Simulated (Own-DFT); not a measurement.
# Device materials side by side: how hard are they to compress?

No measurement is shown. These are fixed-geometry runs of a retired plane-wave code named Own-DFT, which no person has reviewed; spin and spin-orbit coupling are neglected.

Keep in mind (not all hold for every row): forces on such cells moved up to 12 meV/angstrom on a denser k mesh; forces not confirmed at this smearing and k mesh; forces on such cells passed a denser k mesh, each cell not checked; stress not checked against mesh or cutoff.

All runs are PBE with PseudoDojo norm-conserving files; cutoff and k mesh are each material's own. Every cell starts from measured lattice constants and was given uniform random strains and small random moves of its atoms. Each triple is the change of volume in per cent, the rms move u in Å and the pressure in GPa.

- 2H SiC (C36Si36), 10.36 Å³/atom unstrained: (-1.10, 0.050, 7.63); (-0.65, 0.050, 7.01); (0.47, 0.054, 4.84); (0.58, 0.049, 4.20); (1.29, 0.048, 2.26); (1.83, 0.049, 1.02); (3.36, 0.051, -1.63)
- wurtzite GaN (Ga36N36), 11.42 Å³/atom unstrained: withheld
- zincblende GaP (Ga32P32), 20.24 Å³/atom unstrained: (-1.58, 0.055, 5.05); (-0.69, 0.052, 4.08); (-0.68, 0.050, 4.03); (0.06, 0.050, 3.31); (0.74, 0.051, 2.70); (1.39, 0.052, 2.05); (2.02, 0.055, 1.89)
- zincblende GaAs (As32Ga32), 22.58 Å³/atom unstrained: (-3.12, 0.047, 6.67); (-1.85, 0.047, 5.55); (-1.62, 0.055, 5.66); (-0.91, 0.054, 4.82); (-0.77, 0.046, 4.52); (-0.45, 0.046, 4.38); (2.21, 0.046, 2.38)
- zincblende InP (In32P32), 25.27 Å³/atom unstrained: (-3.90, 0.049, 6.97); (-1.67, 0.051, 4.95); (-1.44, 0.047, 4.66); (-0.61, 0.051, 4.19); (-0.14, 0.048, 3.73); (0.47, 0.052, 3.60); (3.93, 0.049, 1.17)
- grey tin (Sn64), 34.15 Å³/atom unstrained: (-1.97, 0.050, 4.74); (-0.20, 0.051, 3.88); (0.02, 0.056, 3.80); (1.35, 0.048, 3.15); (1.80, 0.050, 2.95); (1.96, 0.052, 2.92); (2.10, 0.050, 2.74)

## Analysis

Fit a line to each set against the fractional change of volume; B is minus its slope, and u is nearly the same within a set. To take it to zero pressure, assume that B rises by 4 GPa for each GPa: B0 = B - 4 x (mean pressure). The bond length of an ideal tetrahedral crystal with the unstrained volume v is d = (√3/4)(8 v)^(1/3). Cohen's empirical rule reads B0 = (1971 - 220 L) d^(-3.5) GPa, with L = 0 for group IV crystals and SiC and 1 for III-V compounds.

```
                  material  L  d (Å)   B (GPa)  mean P (GPa)  B0 (GPa)  rule (GPa)
          2H SiC (C36Si36)  0  1.888  218 ± 10           3.6  203 ± 10         213
    wurtzite GaN (Ga36N36)  1  1.950         ?             ?         ?         169
  zincblende GaP (Ga32P32)  1  2.360    90 ± 5           3.3    77 ± 5          87
zincblende GaAs (As32Ga32)  1  2.448    81 ± 4           4.9    62 ± 4          76
  zincblende InP (In32P32)  1  2.541    72 ± 4           4.2    55 ± 4          67
           grey tin (Sn64)  0  2.810    48 ± 1           3.5    34 ± 1          53
```

A line through ln[B0/(1971 - 220 L)] against ln d has a slope of -4.4 ± 0.3 and a scatter of 9 %. Against the rule, B0 stands at 95 % for 2H SiC, 89 % for zincblende GaP, 81 % for zincblende GaAs, 83 % for zincblende InP, 64 % for grey tin. PBE tends to make silicon and heavier crystals too soft, and the rule itself is only a guide.

## The run left out

Q: what B0 does the fitted trend give for wurtzite GaN (Ga36N36)?

The straight line predicts 165 GPa. Its own runs give B = 206 ± 4 GPa at a mean pressure of 9.0 GPa, so B0 = 170 GPa.
